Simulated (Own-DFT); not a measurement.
# Which defects push the lattice out? zincblende InP

Calculated, not measured: single-point runs of Own-DFT, a retired in-house plane-wave DFT program that no person has reviewed, on unrelaxed cells, without spin or spin-orbit coupling.

All runs used: PBE; PseudoDojo norm-conserving scalar-relativistic files; cutoff 36 hartree; 3 x 3 x 3 k mesh centred on Gamma; Fermi-Dirac smearing of 0.1 eV.

Known weak points (not all hold for every row): not probed for a lower state with spin; forces on such cells moved up to 12 meV/angstrom on a denser k mesh; stress not checked against mesh or cutoff.

All runs share one cell, with vectors in Å (11.737, 0.000, 0.000); (0.000, 11.737, 0.000); (0.000, 0.000, 11.737) and a volume of 1617.0 Å³. Atoms were moved at random from their sites; u is the rms move along one axis. The defect's site can differ from row to row.

```
cell,formula,u (Å),P (GPa)
no defect,In32P32,0.0187,3.20
no defect,In32P32,0.0194,3.20
no defect,In32P32,0.0454,3.55
one In on a P site and one P on an In site,In32P32,0.0289,?
one In on a P site and one P on an In site,In32P32,0.0305,3.62
one In on a P site and one P on an In site,In32P32,0.0450,3.92
one In on a P site and one P on an In site,In32P32,0.0483,3.93
two P vacancies,In32P30,0.0268,2.87
two P vacancies,In32P30,0.0301,2.98
two P vacancies,In32P30,0.0333,3.02
```

## What the rows give

P = P0 + c u² + a shift for each defect gives P0 = 3.11 GPa, c = 222 ± 20 GPa/Å² and a scatter of 0.03 GPa. The shifts, and each times the cell's volume:

- one In on a P site and one P on an In site: 0.32 ± 0.03 GPa, 3.2 eV
- two P vacancies: -0.35 ± 0.03 GPa, -3.6 eV (-1.8 eV for each of its 2 sites)

Against the defect-free cell, a freed cell would be larger where the shift is positive and smaller where it is negative (160.2 GPa Å³ is 1 eV). The atoms around the defects weren't relaxed, which would change these numbers.

## The run left out

Asked: what pressure belongs in the blank (one In on a P site and one P on an In site, u = 0.0289 Å)?

From the fit: 3.62 ± 0.04 GPa. The hidden result is 3.64 GPa.
